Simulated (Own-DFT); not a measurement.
# Reading a pressure off an energy slope: monoclinic HfO2, 94 atoms (Hf32O62), with two O vacancies

These are calculations. Each geometry was run twice at fixed positions with Own-DFT, a retired in-house plane-wave program that no person has reviewed: with PBE, and with HSE06 (exact exchange share 0.25 at short range, screening 0.11 per bohr, Gygi-Baldereschi treatment of its divergence). Both used PseudoDojo norm-conserving files made for PBE, a cutoff of 48 hartree, the Gamma point alone, fixed occupations, a neutral cell and no spin. One k point on a cell 10.1 Å thick isn't converged, and results move with the size of the cell. The hafnium file keeps the 4f electrons in the core, and its forces lie about 75 meV/Å off all-electron values. The oxygen file's force components were 24 meV/Å off all-electron values in a glass.

Unstrained cell vectors in Å: (10.234, 0.000, 0.000); (0.000, 10.350, 0.000); (-1.696, 0.000, 10.445), volume V0 = 1106.4 Å³, from measured lattice constants. Each geometry has its own random strain of a few per cent, its own defect sites and random moves of rms u per axis. HSE06 gave the energy alone. D is its energy less that of PBE, over the lowest D shown. The PBE stress wasn't checked against mesh or cutoff.

| run | V - V0 (Å³) | u (Å) | P with PBE (GPa) | D (eV) |
|---|---|---|---|---|
| 1 | 26.0 | 0.0295 | -1.48 | 1.194 |
| 2 | -10.0 | 0.0300 | 7.22 | 0.342 |
| 3 | -20.1 | 0.0311 | 8.91 | 0.107 |
| 4 | 44.8 | 0.0309 | -4.75 | 1.721 |
| 5 | -17.1 | 0.0519 | 10.62 | 0.380 |
| 6 | -23.8 | 0.0298 | 10.26 | 0.000 |
| 7 | -3.1 | 0.0295 | 4.62 | 0.423 |
| 8 | 4.5 | 0.0489 | 4.19 | 0.815 |
| 9 | 6.0 | 0.0520 | 4.58 | 0.980 |
| 10 | 0.1 | 0.0516 | 5.64 | 0.826 |
| 11 | -12.0 | 0.0317 | 6.32 | 0.336 |
| 12 | -14.2 | 0.0453 | 6.45 | 0.423 |
| 13 | -16.1 | 0.0507 | 9.42 | 0.443 |
| 14 | -8.2 | 0.0315 | 6.42 | ? |

## Fit

D = 0.46 + 0.0244 (V - V0) + 133 u² eV, with an error of 0.0006 on the volume slope, 15 on the last term and a scatter of 0.04 eV. Pressure is -dE/dV, and 1 eV/Å³ is 160.2 GPa, so HSE06 changes the pressure by -3.9 ± 0.1 GPa. With the ions held to the strained lattice, the PBE pressure falls by 239 ± 14 GPa per unit of volume strain; the shape of the strain isn't fitted, so the true error is larger, and a relaxed crystal would be softer. On that slope HSE06's volume at a given pressure is about 1.6 % smaller, or 0.5 % in lengths. At u = 0 and V0 the PBE pressure is 3.7 GPa, which puts the zero-pressure volume, against the measured cell and with the defects in, at +1.5 % for PBE and -0.1 % for HSE06, each good to a few tenths of a per cent.

## Check

Asked: what D should run 14 give?

Estimate: 0.39 eV, with rows scattering by 0.04. Computed: 0.396 eV.
